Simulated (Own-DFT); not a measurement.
# Response to strain: grey tin, 64 atoms (Sn64)

All numbers below are calculated, not measured. They come from Own-DFT, an in-house plane-wave density functional program, since retired, whose code no person has reviewed. Each row is one single-point run on a periodic cell that was not relaxed, without spin or spin-orbit coupling.

Settings of every run: PBE; PseudoDojo norm-conserving scalar-relativistic files; cutoff 42 hartree; 3 x 3 x 3 k mesh centred on Gamma; cold (Marzari-Vanderbilt) smearing of 0.2 eV.

Known limits: forces on such cells moved up to 12 meV/angstrom on a denser k mesh; stress not checked against mesh or cutoff.

Unstrained cell vectors in Å: (12.978, 0.000, 0.000); (0.000, 12.978, 0.000); (0.000, 0.000, 12.978). The unstrained cell has measured lattice constants (interpolated for alloys), not those of this functional. That, the random moves and any unrelaxed bonds set the pressure at no strain. Each run strains this cell uniformly, with the atoms carried along. Every atom was also moved at random, by a Gaussian of width 0.05 Å on each axis. Strain is the symmetric tensor, in per cent. Stress is positive in tension, and the pressure is minus a third of its trace.

| run | e_xx (%) | e_yy (%) | e_zz (%) | e_yz (%) | e_xz (%) | e_xy (%) | s_xx (GPa) | s_yy (GPa) | s_zz (GPa) | s_yz (GPa) | s_xz (GPa) | s_xy (GPa) | P (GPa) | E (meV/atom) |
|---|---|---|---|---|---|---|---|---|---|---|---|---|---|---|
| 1 | 1.37 | 0.77 | -0.60 | -0.70 | -1.64 | -1.85 | -2.74 | -3.01 | -3.29 | -1.06 | -1.39 | -2.29 | 3.01 | 3.5 |
| 2 | -0.84 | 0.87 | 1.51 | -1.33 | -1.19 | 0.38 | -3.32 | -2.84 | -2.70 | -1.48 | -1.30 | -0.04 | 2.95 | 0.0 |
| 3 | -0.89 | -1.06 | -1.23 | 1.62 | 0.01 | 1.81 | -5.67 | -5.66 | -5.69 | 2.13 | 0.01 | 2.29 | 5.67 | 52.4 |
| 4 | 0.24 | -1.49 | -0.81 | -1.24 | 0.27 | -1.31 | -4.52 | -5.07 | -4.82 | -1.92 | -0.18 | -0.82 | 4.80 | 25.5 |
| 5 | -1.31 | -0.23 | 1.04 | -0.03 | -0.13 | -1.92 | -4.39 | -4.13 | -3.75 | -0.33 | -0.08 | -2.48 | 4.09 | 22.0 |
| 6 | 1.52 | -0.59 | -0.95 | -0.66 | -1.68 | 0.34 | -3.27 | -3.90 | -4.06 | -0.40 | -2.24 | -0.01 | 3.74 | 10.4 |
| 7 | 1.86 | -1.68 | 0.64 | -1.83 | 0.80 | 1.45 | -2.86 | -3.77 | -3.21 | -1.94 | 0.54 | 1.14 | 3.28 | 4.0 |
| 8 | 0.63 | -1.75 | 0.94 | 1.67 | -0.27 | 0.61 | -3.72 | -4.39 | -3.73 | 2.60 | -0.51 | 0.38 | 3.95 | 21.3 |
| 9 | -1.95 | -1.84 | -0.62 | 0.97 | 0.00 | 1.49 | -6.29 | -6.31 | -5.95 | 1.10 | 0.10 | 1.14 | 6.18 | 48.3 |
| 10 | 1.10 | -1.13 | 0.66 | 1.46 | -1.63 | 1.20 | -3.48 | -4.06 | -3.53 | 2.24 | -2.31 | 1.73 | 3.69 | 27.7 |
| 11 | 1.21 | -1.55 | -1.68 | -0.88 | 0.26 | -1.55 | -4.21 | -5.09 | -5.10 | -1.11 | 0.70 | -1.32 | 4.80 | 26.7 |
| 12 | 0.43 | -1.44 | -1.14 | -1.57 | 1.85 | -1.20 | -4.62 | -5.15 | -5.10 | -1.92 | 2.07 | -1.16 | 4.96 | 31.8 |
| 13 | 0.25 | -0.07 | 1.33 | 0.14 | 1.49 | 1.76 | -3.18 | -3.31 | -2.85 | -0.14 | 1.14 | 2.51 | 3.11 | 10.7 |
| 14 | -0.61 | -1.93 | 1.49 | -1.30 | 0.92 | 1.19 | -4.51 | -4.77 | -3.78 | -1.11 | 0.79 | 1.78 | 4.35 | 26.3 |
| 15 | -1.62 | 0.41 | -1.29 | -1.32 | -1.37 | 1.15 | ? | ? | ? | ? | ? | ? | ? | ? |

E is the free energy for each atom above the lowest run shown.

## Worked fit

Each stress component was fitted by least squares to a constant and the strains of the runs shown, as fractions, with shears doubled. Shear strains stay in the fit of a normal stress only where such slopes are resolved. The slopes, in GPa:

| stress | at no strain | per e_xx | per e_yy | per e_zz | scatter |
|---|---|---|---|---|---|
| s_xx | -3.8 | 72 ± 3 | 44 ± 3 | 41 ± 3 | 0.10 |
| s_yy | -3.9 | 44 ± 2 | 68 ± 2 | 44 ± 2 | 0.07 |
| s_zz | -3.8 | 43 ± 1 | 42 ± 2 | 71 ± 1 | 0.05 |

Also, s_xx gains -3 ± 1 per 2 e_yz; s_yy gains -3 ± 1 per 2 e_yz; s_zz gains -3 ± 1 per 2 e_yz.

Each shear stress against twice its own strain: yz 60 ± 4, xz 55 ± 5, xy 54 ± 6 GPa. These are stiffnesses along x, y and z of the frame in which the cell vectors are given, which need not be the crystal's axes. The atoms are held to the strained lattice; where symmetry lets them move under strain, relaxing them would lower some slopes. The table should be nearly symmetric about its diagonal, and what it lacks of that shows the noise. A ninth of its sum, 52 ± 1 GPa, estimates the bulk modulus near the mean pressure of these runs, 4.2 GPa, so it lies above the value at zero pressure.

## Withheld run

Question: what normal stresses and pressure should run 15 give?

The fit gives s_xx = -5.3, s_yy = -4.8, s_zz = -5.2 and P = 5.1 GPa. The calculation gave -5.37, -4.77, -5.31 and P = 5.15 GPa.
